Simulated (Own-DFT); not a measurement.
Simulation results for GaN (wurtzite, strained, atoms displaced)

All values are calculated (Own-DFT development build). A calculation, not a measurement: plane-wave PBE density functional theory by an unreviewed code, no spin, of a simulated periodic cell, stress positive in tension, free energy of the whole cell less one offset for each atom, forces on such cells passed a denser k mesh, this cell's mesh not checked; offsets are fitted by least squares, one for each functional and potential file, so energies compare only between cells with the same atoms and settings and are not formation energies; the far tail of each file's local potential was reset to the Coulomb form; each entry is a single point on an unrelaxed cell, so the pressure reflects the starting lattice, mostly measured values (interpolated for alloys), from which strain is counted, and rises with the displacements; printed positions are rounded, which can move forces by about a meV/angstrom; the program, named Own-DFT, is a retired in-house code; no spin-orbit coupling.

## GaN (wurtzite, strained, atoms displaced)

```
GaN
1.0
     12.7560    -0.0957     0.0000
     -4.8456     8.3211     0.0000
      0.0000     0.0000    10.3700
Ga N Ga N Ga N Ga N Ga N Ga N Ga N Ga N Ga N Ga N Ga N Ga N Ga N Ga N Ga N Ga N Ga N Ga N Ga N Ga N Ga N Ga N Ga N Ga N
2 2 2 2 2 2 2 2 2 2 2 2 2 2 2 2 2 2 2 2 2 2 2 2 2 2 2 2 2 2 2 2 2 2 2 2 2 2 2 2 2 2 2 2 2 2 2 2
Direct
  0.08233 0.21918 0.99543
  0.16442 0.11168 0.25038
  0.07884 0.21493 0.18977
  0.16259 0.11220 0.44123
  0.08525 0.22456 0.50311
  0.16790 0.12177 0.74891
  0.08383 0.22340 0.69217
  0.16679 0.10794 0.93944
  0.07888 0.55351 0.99234
  0.17045 0.45404 0.25396
  0.08283 0.56406 0.19232
  0.16781 0.44236 0.43963
  0.07759 0.55063 0.49926
  0.16319 0.44433 0.74418
  0.09017 0.56814 0.68411
  0.16645 0.45220 0.93847
  0.08462 0.88714 0.00188
  0.16407 0.78365 0.24891
  0.08446 0.89172 0.19042
  0.17080 0.77870 0.44305
  0.08663 0.88685 0.50429
  0.16829 0.77914 0.75281
  0.08101 0.88064 0.69016
  0.16748 0.78337 0.93749
  0.32395 0.21794 0.00358
  0.41798 0.11238 0.25346
  0.32688 0.21579 0.19321
  0.41681 0.11844 0.43863
  0.33823 0.22855 0.49736
  0.40760 0.09922 0.75280
  0.33087 0.22013 0.69162
  0.42334 0.12134 0.93129
  0.33490 0.55552 0.00150
  0.41945 0.44561 0.24501
  0.33130 0.55474 0.18941
  0.41859 0.43610 0.43465
  0.34306 0.54893 0.49745
  0.41900 0.44795 0.74290
  0.33329 0.56126 0.68919
  0.41613 0.44706 0.93660
  0.34244 0.89943 0.00238
  0.40860 0.77036 0.25122
  0.32904 0.87807 0.17788
  0.40965 0.77380 0.43365
  0.33515 0.88873 0.49717
  0.41564 0.77045 0.75088
  0.33979 0.88704 0.68608
  0.41323 0.77541 0.94227
  0.58079 0.21251 0.99477
  0.66046 0.10255 0.25367
  0.58506 0.22539 0.19044
  0.67037 0.10345 0.43209
  0.58484 0.21992 0.49711
  0.66994 0.10649 0.74651
  0.58245 0.22125 0.69587
  0.66395 0.11446 0.93615
  0.59071 0.56073 0.99733
  0.66543 0.44178 0.25099
  0.58892 0.55995 0.18801
  0.66435 0.45014 0.44420
  0.57980 0.54908 0.49867
  0.65771 0.42660 0.75663
  0.58263 0.55221 0.68632
  0.67210 0.44885 0.93573
  0.58146 0.88580 0.00345
  0.66953 0.77142 0.25188
  0.58253 0.88828 0.18481
  0.66856 0.78438 0.44291
  0.58077 0.88116 0.49836
  0.67254 0.76796 0.75347
  0.59053 0.89974 0.68931
  0.66737 0.77379 0.94222
  0.83544 0.22858 0.99435
  0.91999 0.12505 0.25081
  0.82724 0.21747 0.18696
  0.90382 0.10650 0.44036
  0.83573 0.22726 0.50296
  0.91796 0.11647 0.75146
  0.83135 0.21576 0.68917
  0.91302 0.11217 0.93732
  0.82970 0.55606 0.00511
  0.92059 0.45156 0.24898
  0.83463 0.56269 0.19040
  0.91972 0.45522 0.43838
  0.83442 0.56022 0.50199
  0.91791 0.44717 0.74444
  0.83288 0.55554 0.69206
  0.91460 0.44037 0.93577
  0.83029 0.88184 0.99163
  0.91530 0.77791 0.25840
  0.83609 0.90047 0.18760
  0.92413 0.78390 0.43266
  0.83334 0.88446 0.50722
  0.91233 0.76656 0.74441
  0.83443 0.89044 0.69669
  0.91909 0.77972 0.93872
```

Here we set functional PBE, potential files PseudoDojo norm-conserving, scalar-relativistic, standard set with the stringent files for Ga, wave cutoff 96 hartree, occupations Gaussian, smearing width 0.01 eV and k mesh 3 x 4 x 3 centred on Gamma.

## Withheld values
1. Estimate the pressure of GaN (wurtzite, strained, atoms displaced).
2. Give the table of force values for GaN (wurtzite, strained, atoms displaced).

## Answers
1. 6.53 GPa
2. 
Force:
```tsv
element	x (eV/Å)	y (eV/Å)	z (eV/Å)
Ga	-0.492	0.483	0.818
Ga	-0.791	-0.368	0.763
N	0.681	1.926	-0.678
N	1.05	-0.108	0.048
Ga	-1.018	-0.79	-0.675
Ga	0.499	-1.998	0.41
N	-0.497	0.284	-0.574
N	-1.132	0.051	-0.632
Ga	0.482	1.008	1.191
Ga	-0.914	-1.376	-0.63
N	1.001	-0.665	-0.955
N	-0.019	0.471	0.438
Ga	1.856	1.325	-0.096
Ga	0.222	0.869	0.906
N	-0.437	-1.877	0.413
N	0.566	-1.126	-0.475
Ga	-0.539	-0.059	0.014
Ga	0.721	-0.104	0.539
N	-0.484	-0.107	-0.197
N	-0.722	-0.176	-1.007
Ga	0.148	0.622	-0.225
Ga	0.285	0.788	-0.299
N	-0.196	1.322	0.011
N	0.76	-0.345	0.315
Ga	1.947	1.162	-0.266
Ga	-0.266	-0.586	-0.941
N	1.183	0.916	-0.623
N	0.825	-1.043	0.057
Ga	-1.159	-2.081	1.035
Ga	0.702	0.981	-1.197
N	0.528	0.506	-0.958
N	-1.709	-0.932	1.691
Ga	-0.53	-0.06	-0.329
Ga	-0.287	-0.29	-0.299
N	0.964	-0.521	-0.081
N	-0.501	1.402	-0.533
Ga	-2.299	0.797	0.333
Ga	-0.66	-0.525	1.413
N	0.834	-1.681	-1.075
N	0.535	-0.36	0.284
Ga	-0.87	-0.683	-1.706
Ga	0.895	1.078	-0.983
N	-0.158	1.419	2.608
N	1.391	-0.259	0.743
Ga	-0.172	0.31	0.73
Ga	0.498	1.949	0.539
N	-0.911	-0.238	0.102
N	0.578	0.332	-0.733
Ga	0.051	1.881	1.102
Ga	0.606	0.6	-1.482
N	-0.283	-0.761	-0.529
N	-1.534	0.831	1.878
Ga	0.394	0.068	0.879
Ga	-1.577	1.08	1.118
N	0.15	-1.696	-1.787
N	1.49	-1.106	-0.113
Ga	-0.838	-1.631	0.389
Ga	0.326	0.507	0.291
N	-0.416	-1.201	-0.218
N	1.546	-0.938	-0.985
Ga	0.339	1.673	0.495
Ga	0.295	2.086	-0.973
N	0.533	-0.067	0.163
N	-0.954	-0.866	1.093
Ga	0.206	0.497	-0.884
Ga	-0.425	2.147	-0.02
N	-0.173	-1.064	1.237
N	0.454	-1.998	-0.53
Ga	-0.485	0.91	0.586
Ga	-1.933	0.778	-0.231
N	0.084	-3.268	-0.506
N	-1.095	0.591	-1.017
Ga	-0.494	-1.453	1.247
Ga	-0.824	-1.552	0.205
N	0.106	1.502	-0.136
N	2.149	0.514	0.305
Ga	-0.439	-0.28	-0.629
Ga	0.081	-0.757	0.193
N	0.49	1.798	-0.363
N	0.549	-0.284	-0.113
Ga	1.283	0.546	-0.566
Ga	-0.976	-1.219	-0.195
N	0.048	-0.813	0.257
N	-0.938	-1.381	-0.013
Ga	-0.248	0.035	-0.052
Ga	0.148	-0.226	0.559
N	-0.436	-1.585	-1.001
N	-0.693	1.333	-0.437
Ga	0.932	1.534	1.726
Ga	-0.499	1.243	-2.747
N	0.488	-1.166	-0.032
N	-0.956	-0.525	2.848
Ga	-0.075	0.874	-0.618
Ga	0.339	1.892	1.61
N	0.947	-0.115	-0.854
N	-0.128	-0.613	-0.387
```

Further results for GaN (wurtzite, strained, atoms displaced):

```
free energy of cell above offsets : -6.022 eV
stress xx                         : -6.63 GPa
stress yy                         : -6.46 GPa
stress zz                         : -6.51 GPa
stress yz                         : -0.94 GPa
stress xz                         : 0.18 GPa
stress xy                         : -1.78 GPa
```
